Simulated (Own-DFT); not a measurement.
# Point defects and the pressure they add: grey tin

Everything here is calculated. The program is Own-DFT (plane waves, in-house, since retired, never reviewed by a person); positions were held fixed, and spin and spin-orbit coupling were off.

Common settings: PBE; PseudoDojo norm-conserving scalar-relativistic files; cutoff 42 hartree; 3 x 3 x 3 k mesh centred on Gamma; cold (Marzari-Vanderbilt) smearing of 0.2 eV.

Limits (not all hold for every row): not probed for a lower state with spin; forces on such cells moved up to 12 meV/angstrom on a denser k mesh; stress not checked against mesh or cutoff.

All runs share one cell, with vectors in Å (12.978, 0.000, 0.000); (0.000, 12.978, 0.000); (0.000, 0.000, 12.978) and a volume of 2185.9 Å³. The atoms are randomly displaced, by u rms on each axis. The defect's site can differ from row to row.

| cell | formula | u (Å) | P (GPa) |
|---|---|---|---|
| no defect | Sn64 | 0.0192 | 3.38 |
| no defect | Sn64 | 0.0197 | 3.38 |
| no defect | Sn64 | 0.0522 | 3.62 |
| two Sn vacancies | Sn62 | 0.0285 | 3.16 |
| two Sn vacancies | Sn62 | 0.0508 | 3.42 |
| two Sn vacancies | Sn62 | 0.0519 | 3.28 |
| one Sn vacancy | Sn63 | 0.0300 | 3.24 |
| one Sn vacancy | Sn63 | 0.0303 | 3.23 |
| one Sn vacancy | Sn63 | 0.0510 | 3.39 |
| one Sn vacancy | Sn63 | 0.0525 | ? |

## Working it out

P = P0 + c u² + a shift for each defect gives P0 = 3.34 GPa, c = 99 ± 17 GPa/Å² and a scatter of 0.05 GPa. The shifts, and each times the cell's volume:

- one Sn vacancy: -0.20 ± 0.04 GPa, -2.7 eV
- two Sn vacancies: -0.26 ± 0.04 GPa, -3.5 eV (-1.7 eV for each of its 2 sites)

Positive is outwards. The product with the volume (160.2 GPa Å³ to the eV) is nearly free of the cell's size; divided by the bulk modulus at the cell's pressure it gives the volume that the defect adds. The atoms around the defects weren't relaxed, which would change these numbers.

## Prediction

Asked: what pressure belongs in the blank (one Sn vacancy, u = 0.0525 Å)?

From the fit: 3.42 ± 0.06 GPa. Computed: 3.47 GPa.
